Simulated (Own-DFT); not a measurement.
## Calculated data, Si$_{3}$N$_{4}$ (beta silicon nitride, atoms displaced)

A calculation, not a measurement: plane-wave PBE density functional theory by an unreviewed code, no spin, of a simulated periodic cell, stress positive in tension, free energy of the whole cell less one offset for each atom, forces on such cells passed a denser k mesh, this cell's mesh not checked; offsets are fitted by least squares, one for each functional and potential file, so energies compare only between cells with the same atoms and settings and are not formation energies; the far tail of each file's local potential was reset to the Coulomb form; each entry is a single point on an unrelaxed cell, so the pressure reflects the starting lattice, mostly measured values (interpolated for alloys), from which strain is counted, and rises with the displacements; printed positions are rounded, which can move forces by about a meV/angstrom; the program, named Own-DFT, is a retired in-house code; no spin-orbit coupling. Program: Own-DFT development build.

Common to all runs: functional PBE; potential files PseudoDojo norm-conserving, scalar-relativistic, standard set; wave cutoff 42 hartree; occupations Fermi-Dirac; smearing width 0.1 eV; k mesh 3 x 3 x 3 centred on Gamma.

(1) Si$_{3}$N$_{4}$ (beta silicon nitride, atoms displaced)

```xyz
42
Lattice="7.6060 0.0000 0.0000 -3.8030 6.5870 0.0000 0.0000 0.0000 8.7270" Properties=species:S:1:pos:R:3 Si3N4
Si    -1.6036     5.0207     0.7893
Si     0.2893     2.5912     0.7835
Si     1.3760     5.4068     0.6972
Si     5.3742     1.5340     2.1696
Si     3.6310     3.9161     2.1685
Si     2.3454     1.1590     2.1988
N      2.3933     0.2319     0.7254
N      6.2900     2.0041     0.7780
N      2.7231     4.4051     0.7975
N      1.3946     6.3261     2.2040
N     -2.4797     4.6491     2.1279
N      1.0078     2.1721     2.1722
N     -0.0344     4.3870     0.7065
N      3.8353     2.2238     2.1515
Si    -1.6072     5.0337     3.5465
Si     0.2046     2.6786     3.7040
Si     1.4714     5.4247     3.5889
Si     5.4573     1.5945     5.0350
Si     3.6703     3.8826     5.1327
Si     2.3637     1.1131     5.0663
N      2.4494     0.2432     3.6886
N      6.2292     2.0000     3.5652
N      2.7478     4.3840     3.6864
N      1.3813     6.3552     5.1309
N     -2.4211     4.5793     5.0732
N      0.9865     2.1732     5.0592
N     -0.0539     4.3579     3.6672
N      3.7631     2.2253     5.0464
Si    -1.6130     5.0281     6.5868
Si     0.3381     2.6776     6.5667
Si     1.3467     5.3244     6.6071
Si     5.3938     1.5290     8.0913
Si     3.5010     3.9457     8.0003
Si     2.4597     1.1659     7.9414
N      2.3990     0.1917     6.5911
N      6.1921     1.9879     6.6019
N      2.8273     4.4112     6.4256
N      1.4468     6.4505     7.9739
N     -2.3449     4.5799     7.9537
N      1.0027     2.3048     8.0061
N      0.0175     4.4007     6.6014
N      3.7858     2.2381     7.9901
```

```
free energy of cell above offsets : -3.442 eV
pressure                          : 7.58 GPa
stress xx                         : -8.16 GPa
stress yy                         : -5.07 GPa
stress zz                         : -9.51 GPa
stress yz                         : 0.32 GPa
stress xz                         : -0.27 GPa
stress xy                         : 1.78 GPa
```

Force:
```csv
element,x (eV/Å),y (eV/Å),z (eV/Å)
Si,1.36,1.789,-4.198
Si,-2.635,3.36,-2.225
Si,-1.826,1.649,0.761
Si,0.463,-1.578,-0.097
Si,-2.797,-0.606,1.869
Si,2.878,-0.146,-0.322
N,-0.438,-0.713,0.067
N,-1.371,-0.979,-0.267
N,1.358,-0.512,-2.114
N,0.198,2.328,-2.141
N,0.244,0.248,1.668
N,0.663,-0.299,3.186
N,1.422,-0.89,0.673
N,-1.614,-0.775,-0.026
Si,0.685,1.067,3.005
Si,-0.869,0.975,-3.031
Si,-2.967,0.332,3.709
Si,-2.298,-2.57,2.77
Si,-1.386,0.038,-3.066
Si,2.199,1.555,2.458
N,-1.112,-2.711,-3.268
N,0.442,-0.082,1.037
N,2.839,-1.406,-1.484
N,0.506,0.792,-1.153
N,1.703,1.098,-0.285
N,1.271,-1.083,1.923
N,1.578,0.875,-0.584
N,0.775,-2.185,0.176
Si,1.766,0.749,-2.836
Si,-5.095,0.754,-1.125
Si,2.3,4.645,-2.701
Si,0.493,1.807,-2.222
Si,2.331,-0.168,-0.548
Si,-0.831,0.455,2.44
N,-0.625,-0.262,-2.154
N,2.117,0.869,-1.249
N,-1.972,0.715,4.949
N,-0.266,-3.385,1.41
N,-3.959,-1.001,3.881
N,3.669,-2.717,1.063
N,-1.523,-1.907,-0.363
N,0.321,-0.125,0.415
```

(2) Si$_{3}$N$_{4}$ (beta silicon nitride, atoms displaced)

```xyz
42
Lattice="7.6060 0.0000 0.0000 -3.8030 6.5870 0.0000 0.0000 0.0000 8.7270" Properties=species:S:1:pos:R:3 Si3N4
Si    -1.5543     5.0029     0.7145
Si     0.1511     2.6157     0.8490
Si     1.4572     5.4340     0.7138
Si     5.3619     1.5262     2.2050
Si     3.5753     3.8769     2.2103
Si     2.4353     1.1038     2.2431
N      2.3475     0.1823     0.7492
N      6.1854     1.9887     0.8290
N      2.7974     4.3862     0.6942
N      1.3575     6.4153     2.2385
N     -2.4174     4.6318     2.1865
N      1.0765     2.2387     2.2016
N      0.0819     4.3663     0.7378
N      3.8337     2.2539     2.1016
Si    -1.6227     5.0792     3.5988
Si     0.2096     2.6211     3.7033
Si     1.3737     5.3338     3.6491
Si     5.4511     1.4945     5.0432
Si     3.7034     3.9424     5.0931
Si     2.4857     1.1279     5.1052
N      2.3932     0.2485     3.6350
N      6.2657     1.9746     3.6711
N      2.7284     4.3870     3.6324
N      1.4043     6.3930     5.1650
N     -2.4336     4.6569     5.0997
N      0.9552     2.1927     5.0504
N      0.0087     4.3968     3.7449
N      3.7669     2.2461     5.0424
Si    -1.6016     5.1160     6.4808
Si     0.1735     2.5662     6.5332
Si     1.3054     5.3745     6.5594
Si     5.3945     1.4784     8.0216
Si     3.5636     3.9310     7.9646
Si     2.3412     1.0936     7.9893
N      2.3796     0.2433     6.5316
N      6.2681     1.9500     6.5713
N      2.7842     4.4119     6.5467
N      1.4147     6.4385     8.0097
N     -2.3963     4.6398     7.9863
N      0.9778     2.3013     7.9087
N      0.0038     4.3245     6.4597
N      3.8122     2.2340     7.9974
```

```
free energy of cell above offsets : -4.343 eV
pressure                          : 7.57 GPa
stress xx                         : -6.82 GPa
stress yy                         : -7.25 GPa
stress zz                         : -8.65 GPa
stress yz                         : 2.28 GPa
stress xz                         : -1.69 GPa
stress xy                         : -2.18 GPa
```

Force:
```csv
element,x (eV/Å),y (eV/Å),z (eV/Å)
Si,0.554,0.688,-0.097
Si,1.698,1.632,-3.296
Si,-1.265,0.548,1.007
Si,0.108,-0.331,1.327
Si,-0.248,2.067,-1.31
Si,0.385,2.74,-3.316
N,0.031,0.015,-0.117
N,0.718,-0.229,-2.169
N,0.32,0.599,1.346
N,0.323,-1.528,-0.706
N,-0.958,-0.63,-0.293
N,0.068,-1.143,1.295
N,-1.447,0.314,0.263
N,-1.248,-2.841,1.039
Si,1.969,0.042,1.019
Si,0.02,2.54,-3.072
Si,-0.526,3.576,0.737
Si,-1.698,0.082,2.875
Si,-4.788,-0.432,0.302
Si,-1.64,2.63,-0.864
N,-0.071,-2.424,1.741
N,-1.216,-0.344,-1.754
N,2.774,-0.934,0.481
N,-0.22,-0.886,-1.791
N,1.177,0.792,-1.73
N,3.559,-2.777,2.981
N,-2.276,-1.132,-1.091
N,2.432,-1.191,0.016
Si,1.631,-1.576,2.507
Si,0.512,2.892,-1.748
Si,1.74,0.862,0.058
Si,-0.439,3.265,-0.203
Si,1.424,-0.613,0.496
Si,0.826,3.534,1.444
N,0.02,-1.471,-0.195
N,-2.992,-1.236,-0.633
N,-0.097,0.568,-1.08
N,-0.355,-3.6,0.077
N,-0.604,-0.183,-0.794
N,2.356,-3.052,4.815
N,-1.875,1.11,0.619
N,-0.684,-1.943,-0.187
```

(3) Si$_{3}$N$_{4}$ (beta silicon nitride, atoms displaced)

```xyz
42
Lattice="7.6060 0.0000 0.0000 -3.8030 6.5870 0.0000 0.0000 0.0000 8.7270" Properties=species:S:1:pos:R:3 Si3N4
Si    -1.6344     5.0486     0.7918
Si     0.1351     2.6065     0.7978
Si     1.4471     5.4366     0.7263
Si     5.4131     1.4962     2.1399
Si     3.5838     4.0080     2.1234
Si     2.4549     1.1220     2.1647
N      2.3930     0.1724     0.6804
N      6.3136     1.9352     0.6438
N      2.8292     4.2908     0.7394
N      1.3496     6.3582     2.2218
N     -2.3524     4.5523     2.2033
N      1.0910     2.1731     2.2388
N     -0.0297     4.3623     0.7784
N      3.8462     2.1973     2.1645
Si    -1.6647     5.0896     3.5999
Si     0.2110     2.6663     3.6527
Si     1.4341     5.4869     3.5974
Si     5.4678     1.5037     5.1127
Si     3.5987     3.8715     5.1347
Si     2.4119     1.1404     5.1123
N      2.4306     0.2154     3.5740
N      6.2731     1.9436     3.6818
N      2.8001     4.4322     3.6176
N      1.2850     6.3378     5.0899
N     -2.4009     4.6197     5.0979
N      1.0206     2.1895     5.0641
N      0.0187     4.3929     3.5954
N      3.7337     2.2022     5.0527
Si    -1.5966     5.0179     6.5151
Si     0.2530     2.5327     6.5352
Si     1.4045     5.4480     6.5914
Si     5.4006     1.3981     8.0312
Si     3.5013     3.9294     7.9738
Si     2.4665     1.1099     8.0151
N      2.4545     0.2374     6.5426
N      6.2134     2.0077     6.6367
N      2.7607     4.3484     6.4880
N      1.4352     6.4296     8.0285
N     -2.3839     4.5811     7.8839
N      0.9840     2.1267     8.0741
N      0.0087     4.3564     6.4780
N      3.7818     2.2257     7.9559
```

```
free energy of cell above offsets : -3.304 eV
pressure                          : 7.36 GPa
stress xx                         : -4.45 GPa
stress yy                         : -6.02 GPa
stress zz                         : -11.61 GPa
stress yz                         : 2.01 GPa
stress xz                         : 0.45 GPa
stress xy                         : -1.54 GPa
```

Force:
```csv
element,x (eV/Å),y (eV/Å),z (eV/Å)
Si,2.103,-0.144,-4.098
Si,5.431,2.729,-0.455
Si,-2.621,-2.092,1.26
Si,-0.011,1.048,1.204
Si,2.127,-3.749,4.518
Si,0.455,1.395,-0.698
N,0.048,-0.456,1.901
N,-4.921,-2.536,2.594
N,-3.391,3.555,-2.386
N,1.199,1.98,-3.584
N,-3.212,-0.602,-1.116
N,-1.461,0.018,-1.172
N,1.474,0.586,-0.491
N,-0.204,0.598,-0.375
Si,3.914,0.033,2.474
Si,0.75,1.781,-0.726
Si,-2.017,-3.431,3.005
Si,-2.761,-0.122,0.745
Si,0.704,0.576,-2.908
Si,0.285,0.024,-1.648
N,-0.654,-1.023,1.959
N,-0.755,-0.611,-1.747
N,0.758,0.378,0.029
N,1.65,2.114,0.78
N,-1.868,-0.508,-1.36
N,0.733,-1.414,0.911
N,-0.721,0.337,0.113
N,2.849,-0.79,0.202
Si,2.749,1.411,-0.325
Si,-0.698,3.106,1.86
Si,-2.202,-1.905,-2.547
Si,-0.629,7.769,-1.163
Si,3.923,-1.598,-1.389
Si,-1.348,1.876,-0.848
N,-0.566,-1.992,0.075
N,-0.152,-1.38,-2.088
N,-1.388,1.813,2.317
N,-0.099,-6.047,0.26
N,-3.009,-0.391,4.42
N,1.274,-0.549,-1.134
N,1.029,-0.219,0.989
N,1.233,-1.57,0.642
```

(4) Si$_{3}$N$_{4}$ (beta silicon nitride, atoms displaced)

```xyz
42
Lattice="7.6060 0.0000 0.0000 -3.8030 6.5870 0.0000 0.0000 0.0000 8.7270" Properties=species:S:1:pos:R:3 Si3N4
Si    -1.6656     5.1209     0.7753
Si     0.1907     2.6993     0.7290
Si     1.4248     5.4412     0.7315
Si     5.3015     1.5423     2.1537
Si     3.5995     3.8795     2.1656
Si     2.4024     1.0966     2.1834
N      2.3605     0.1999     0.7394
N      6.2105     2.0056     0.7879
N      2.8508     4.3720     0.7324
N      1.3816     6.3869     2.1731
N     -2.3793     4.5781     2.1355
N      1.0011     2.2262     2.2411
N     -0.0923     4.3750     0.6138
N      3.7766     2.2106     2.1518
Si    -1.6507     5.1161     3.6803
Si     0.2063     2.6291     3.6543
Si     1.4413     5.4561     3.5273
Si     5.3666     1.5625     5.0343
Si     3.5614     3.8794     5.0763
Si     2.3462     1.1695     5.1355
N      2.4115     0.1905     3.5346
N      6.1598     2.0042     3.6505
N      2.7603     4.3260     3.6306
N      1.3313     6.3725     5.1581
N     -2.4672     4.6283     5.1062
N      1.0103     2.1282     5.0001
N     -0.0555     4.4120     3.6061
N      3.7261     2.1675     5.1554
Si    -1.6402     5.0482     6.5165
Si     0.2037     2.7607     6.5311
Si     1.3900     5.4150     6.6144
Si     5.3573     1.5116     7.8923
Si     3.6569     3.9804     7.9147
Si     2.4235     1.2372     8.0489
N      2.4672     0.1845     6.6166
N      6.1846     2.0845     6.4589
N      2.7142     4.4860     6.5287
N      1.3979     6.3599     7.9847
N     -2.4202     4.6034     7.9915
N      0.9830     2.1135     8.0158
N     -0.0137     4.3650     6.5633
N      3.8430     2.2972     7.9891
```

```
free energy of cell above offsets : -4.318 eV
pressure                          : 7.35 GPa
stress xx                         : -6.41 GPa
stress yy                         : -8.2 GPa
stress zz                         : -7.44 GPa
stress yz                         : 2.28 GPa
stress xz                         : 0.73 GPa
stress xy                         : 2.31 GPa
```

Force:
```csv
element,x (eV/Å),y (eV/Å),z (eV/Å)
Si,1.998,-1.432,-2.959
Si,-0.574,-0.345,0.97
Si,-1.309,-1.801,-0.706
Si,2.43,0.217,0.514
Si,0.726,0.776,0.281
Si,-0.697,3.225,-1.078
N,0.284,1.533,-0.545
N,-0.616,-1.026,-2.429
N,-1.86,1.566,-1.333
N,0.341,1.048,-1.561
N,-2.634,-0.46,3.34
N,1.238,-1.259,-2.282
N,2.466,1.8,0.806
N,-1.324,-1.584,0.239
Si,1.731,-1.733,-2.113
Si,-2.334,2.787,-1.587
Si,-2.526,-1.65,4.994
Si,-1.244,-2.165,1.772
Si,-0.742,0.365,0.646
Si,2.099,-2.51,-0.682
N,-0.54,0.145,4.222
N,0.552,-0.066,-1.821
N,0.173,0.986,-0.858
N,0.896,0.649,-2.222
N,-1.018,-0.098,-0.61
N,-1.104,0.749,3.582
N,1.312,-0.538,0.386
N,0.963,1.016,-0.539
Si,1.952,0.746,1.901
Si,0.164,-3.512,-0.088
Si,-3.154,1.31,-2.914
Si,1.663,0.953,2.031
Si,-2.052,-0.153,1.606
Si,0.951,-1.454,-0.846
N,-0.928,0.783,-1.135
N,0.483,-0.507,1.104
N,3.722,-2.802,-0.13
N,0.328,1.683,1.561
N,0.693,1.195,-0.18
N,-0.758,1.122,-0.874
N,-0.217,2.56,-0.316
N,-1.539,-2.118,-0.149
```

(5) Si$_{3}$N$_{4}$ (beta silicon nitride, atoms displaced)

```xyz
42
Lattice="7.6060 0.0000 0.0000 -3.8030 6.5870 0.0000 0.0000 0.0000 8.7270" Properties=species:S:1:pos:R:3 Si3N4
Si    -1.6012     5.0510     0.7709
Si     0.2819     2.7327     0.7580
Si     1.3882     5.4689     0.7280
Si     5.4617     1.6273     2.1041
Si     3.5764     3.9099     2.2243
Si     2.5005     1.0807     2.1308
N      2.3962     0.2098     0.7233
N      6.3158     1.9624     0.7241
N      2.8189     4.3620     0.7206
N      1.4747     6.4361     2.1390
N     -2.4044     4.6213     2.1824
N      0.9819     2.1797     2.2308
N     -0.0080     4.4097     0.7026
N      3.7033     2.1890     2.0276
Si    -1.6032     5.0065     3.6478
Si     0.2178     2.5878     3.6570
Si     1.4292     5.4480     3.6427
Si     5.3903     1.4623     5.0732
Si     3.6032     3.9848     5.0421
Si     2.3366     1.1229     5.1276
N      2.4017     0.1770     3.6776
N      6.2152     1.9801     3.5923
N      2.8682     4.4063     3.6404
N      1.4499     6.3950     5.1601
N     -2.4807     4.6127     5.1303
N      1.0775     2.2702     5.0436
N      0.0546     4.3441     3.6423
N      3.7867     2.3128     5.0573
Si    -1.5673     5.1357     6.5831
Si     0.1169     2.6322     6.5443
Si     1.3994     5.4944     6.5734
Si     5.3753     1.5086     8.0497
Si     3.5801     3.8428     7.9331
Si     2.4114     1.2281     7.9302
N      2.3410     0.1400     6.5192
N      6.2794     1.9335     6.5422
N      2.7859     4.4679     6.5738
N      1.4043     6.3613     8.0668
N     -2.5101     4.6012     7.9098
N      1.0518     2.2637     7.9540
N      0.0223     4.4299     6.5950
N      3.7309     2.2661     7.9821
```

```
free energy of cell above offsets : -3.781 eV
pressure                          : 7.64 GPa
stress xx                         : -4.8 GPa
stress yy                         : -10.38 GPa
stress zz                         : -7.76 GPa
stress yz                         : 1.03 GPa
stress xz                         : -0.65 GPa
stress xy                         : -2.11 GPa
```

Force:
```csv
element,x (eV/Å),y (eV/Å),z (eV/Å)
Si,-0.439,0.322,-3.062
Si,0.253,-0.523,-0.537
Si,0.962,-2.529,1.414
Si,-2.751,-1.804,1.581
Si,0.473,-0.463,-2.957
Si,-3.032,0.733,2.63
N,-0.222,-0.908,-2.318
N,-0.284,0.633,-1.777
N,-1.434,1.224,0.203
N,-0.28,-0.092,1.605
N,-1.3,-1.112,0.718
N,2.211,-1.528,-1.732
N,0.317,0.552,0.437
N,4.458,1.133,1.005
Si,1.413,0.553,1.316
Si,-0.451,2.198,-0.904
Si,-0.721,-0.441,-0.605
Si,-1.048,3.502,-0.18
Si,-0.826,-0.896,3.682
Si,2.344,1.613,-1.989
N,0.077,-0.177,-1.041
N,-0.245,-0.207,1.452
N,-2.895,2.269,-0.793
N,-0.191,-0.633,-2.226
N,3.238,1.428,-0.72
N,-1.104,-1.076,2.782
N,-0.735,0.982,0.049
N,0.282,-4.449,0.451
Si,-0.918,-5.301,-0.838
Si,4.22,3.505,-0.556
Si,-0.004,-2.694,1.038
Si,0.246,0.735,-1.016
Si,-1.032,5.183,1.251
Si,-0.924,-2.057,1.483
N,0.567,5.476,1.088
N,-3.915,-1.916,0.298
N,-0.391,0.095,-1.893
N,-0.134,2.688,-1.993
N,2.41,0.686,2.673
N,-0.447,-0.625,0.761
N,-0.843,-0.513,-0.455
N,3.094,-5.566,-0.323
```
